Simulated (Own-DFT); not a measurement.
Simulation results for AlGa3N4 (wurtzite random alloy, strained, atoms displaced)

Computed with Own-DFT development build. A calculation, not a measurement: plane-wave PBE density functional theory by an unreviewed code, no spin, of a simulated periodic cell, stress positive in tension, free energy of the whole cell less one offset for each atom, forces on such cells passed a denser k mesh, this cell's mesh not checked; offsets are fitted by least squares, one for each functional and potential file, so energies compare only between cells with the same atoms and settings and are not formation energies; the far tail of each file's local potential was reset to the Coulomb form; each entry is a single point on an unrelaxed cell, so the pressure reflects the starting lattice, mostly measured values, from which strain is counted, and rises with the displacements; printed positions are rounded, which can move forces by about a meV/angstrom; the program is a retired in-house code; no spin-orbit coupling.

```yaml
- formula: AlGa3N4
  kind: "wurtzite random alloy, strained, atoms displaced"
  structure:
    cell_angstrom: [[9.6519, 0.0, 0.0], [-4.8259, 8.3588, 0.0], [0.0, 0.0, 10.2685]]
    atoms_fractional:
      - [Ga, 0.11934, 0.22758, 0.99668]
      - [Ga, 0.21603, 0.11128, 0.25145]
      - ["N", 0.10723, 0.22323, 0.18822]
      - ["N", 0.21399, 0.11335, 0.44129]
      - [Ga, 0.10551, 0.21485, 0.50041]
      - [Al, 0.22365, 0.10724, 0.74537]
      - ["N", 0.10262, 0.21369, 0.69169]
      - ["N", 0.21725, 0.10449, 0.9346]
      - [Ga, 0.10885, 0.54904, 0.99912]
      - [Ga, 0.225, 0.44758, 0.25199]
      - ["N", 0.11309, 0.56201, 0.19127]
      - ["N", 0.22204, 0.44359, 0.43204]
      - [Ga, 0.11132, 0.5639, 0.50188]
      - [Ga, 0.2267, 0.44701, 0.74496]
      - ["N", 0.10678, 0.55114, 0.68808]
      - ["N", 0.21443, 0.43996, 0.93067]
      - [Ga, 0.11339, 0.89321, 0.99707]
      - [Ga, 0.22488, 0.77561, 0.25562]
      - ["N", 0.10176, 0.8824, 0.19533]
      - ["N", 0.22562, 0.77746, 0.44923]
      - [Al, 0.10875, 0.88672, 0.49568]
      - [Al, 0.22245, 0.78065, 0.75884]
      - ["N", 0.11128, 0.88745, 0.68416]
      - ["N", 0.21464, 0.77547, 0.92667]
      - [Ga, 0.44912, 0.21687, 0.00523]
      - [Ga, 0.54644, 0.11583, 0.2408]
      - ["N", 0.44236, 0.2198, 0.18875]
      - ["N", 0.56211, 0.121, 0.443]
      - [Al, 0.44288, 0.22305, 0.49712]
      - [Ga, 0.54987, 0.11169, 0.7476]
      - ["N", 0.44177, 0.22065, 0.69528]
      - ["N", 0.55612, 0.10487, 0.93684]
      - [Ga, 0.44341, 0.55479, 0.0002]
      - [Ga, 0.55328, 0.42916, 0.24542]
      - ["N", 0.44254, 0.55665, 0.1881]
      - ["N", 0.564, 0.44291, 0.4395]
      - [Al, 0.45374, 0.57149, 0.5014]
      - [Ga, 0.55169, 0.43863, 0.74573]
      - ["N", 0.44372, 0.55141, 0.70032]
      - ["N", 0.54464, 0.43582, 0.94153]
      - [Ga, 0.45034, 0.89385, 0.0015]
      - [Ga, 0.54654, 0.77693, 0.2547]
      - ["N", 0.4429, 0.88695, 0.18758]
      - ["N", 0.55216, 0.77783, 0.43964]
      - [Ga, 0.45411, 0.89213, 0.49968]
      - [Ga, 0.5553, 0.78785, 0.75325]
      - ["N", 0.44023, 0.8929, 0.6763]
      - ["N", 0.55781, 0.77612, 0.94285]
      - [Al, 0.77677, 0.22046, 0.99463]
      - [Ga, 0.89907, 0.12504, 0.24572]
      - ["N", 0.78344, 0.22404, 0.18496]
      - ["N", 0.89556, 0.11535, 0.43588]
      - [Ga, 0.78222, 0.22908, 0.50095]
      - [Ga, 0.88275, 0.09889, 0.74507]
      - ["N", 0.76886, 0.21763, 0.69338]
      - ["N", 0.88965, 0.11333, 0.93563]
      - [Al, 0.77379, 0.54978, 0.99908]
      - [Ga, 0.89543, 0.44578, 0.25992]
      - ["N", 0.77717, 0.55368, 0.18794]
      - ["N", 0.89253, 0.45298, 0.43194]
      - [Ga, 0.77494, 0.56239, 0.50131]
      - [Ga, 0.89148, 0.44634, 0.74922]
      - ["N", 0.77491, 0.55145, 0.69254]
      - ["N", 0.88357, 0.44719, 0.94676]
      - [Ga, 0.77648, 0.88391, 0.99396]
      - [Al, 0.89254, 0.77557, 0.25367]
      - ["N", 0.77402, 0.88468, 0.19021]
      - ["N", 0.89014, 0.7785, 0.43885]
      - [Ga, 0.78111, 0.88124, 0.49963]
      - [Al, 0.88891, 0.77461, 0.74675]
      - ["N", 0.77786, 0.88333, 0.68642]
      - ["N", 0.90097, 0.79088, 0.93533]
  settings:
    functional: PBE
    potential_files: "PseudoDojo norm-conserving, scalar-relativistic, standard set with the stringent files for Ga"
    "wave_cutoff [hartree]": 96.0
    occupations: Gaussian
    "smearing_width [eV]": 0.01
    k_mesh: "4 x 4 x 3 centred on Gamma"
  results:
    "free_energy_of_cell_above_offsets [eV]": "-10.007"
    "pressure [GPa]": 1.16
    "stress_xx [GPa]": 0.56
    "stress_yy [GPa]": 1.34
    "stress_zz [GPa]": -5.38
    "stress_yz [GPa]": 0.31
    "stress_xz [GPa]": 0.59
    "stress_xy [GPa]": 0.08
    force_element: [Ga, Ga, "N", "N", Ga, Al, "N", "N", Ga, Ga, "N", "N", Ga, Ga, "N", "N", Ga, Ga, "N", "N", Al, Al, "N", "N", Ga, Ga, "N", "N", Al, Ga, "N", "N", Ga, Ga, "N", "N", Al, Ga, "N", "N", Ga, Ga, "N", "N", Ga, Ga, "N", "N", Al, Ga, "N", "N", Ga, Ga, "N", "N", Al, Ga, "N", "N", Ga, Ga, "N", "N", Ga, Al, "N", "N", Ga, Al, "N", "N"]
    "force_x [eV/angstrom]": [-0.788, -0.32, 1.793, 2.755, -0.428, -1.075, 1.489, 1.008, -0.623, -0.257, 0.531, 0.697, 0.778, -1.175, 0.461, 0.732, 0.151, -0.752, 1.038, -0.808, 0.614, -0.169, -0.144, 1.135, -1.283, 3.378, -1.644, -1.184, 0.091, 0.486, -0.984, 0.229, -0.392, -0.362, 0.535, -2.378, -0.385, 0.17, 0.152, 1.565, -0.448, 1.902, -0.764, 1.143, -1.213, 0.153, -0.028, -0.972, 0.723, -1.273, -1.425, -1.325, 0.312, -0.29, 0.905, -0.584, -0.503, -0.74, 0.07, -0.185, 1.311, -0.2, -0.073, 0.227, 0.559, -1.93, 0.7, 1.081, -1.24, 0.412, 0.02, -0.961]
    "force_y [eV/angstrom]": [-1.162, -0.549, 0.91, -1.084, 1.826, -0.1, 0.41, 1.338, 0.73, -0.082, -0.683, 0.843, -1.531, -1.294, 1.377, 0.895, -0.758, 0.444, 0.741, 1.593, 0.42, -0.324, -0.182, 0.117, -0.009, -1.07, -0.715, -0.552, -0.029, -0.365, -0.436, 1.084, -0.379, 3.193, -0.552, -0.26, -2.804, 0.314, 1.628, 0.755, -1.525, 0.18, 0.713, -0.166, 0.938, -0.843, -0.845, 0.13, 0.328, -2.547, 0.239, -0.882, -0.173, 1.441, 0.507, -0.062, 1.072, -0.177, 0.486, -0.126, -0.909, -0.818, 1.16, -1.072, 1.184, -0.455, 0.057, 0.1, 1.686, 0.352, -1.012, -2.658]
    "force_z [eV/angstrom]": [-0.267, -0.215, -0.718, -0.026, 0.637, 0.33, -0.281, -0.146, 0.175, -1.008, -0.506, 2.688, -0.25, -0.167, 0.648, 1.124, 0.832, -0.12, -0.309, -1.307, 0.675, -4.401, 0.225, 3.451, -2.06, 1.859, -0.05, -0.956, 0.693, -0.165, -1.919, 0.573, -0.24, 0.708, 0.358, 0.32, 0.144, 1.195, -2.549, 0.053, -0.486, -1.372, 0.48, 0.555, -1.261, -0.407, 3.625, -0.756, 0.35, 0.298, -0.587, 0.46, -0.123, 0.77, -0.494, 0.447, 0.357, -3.845, -0.145, 3.735, -0.03, 0.773, -0.174, -0.911, 1.482, -1.191, 0.427, -0.371, -0.738, 0.52, 0.373, -0.79]
```
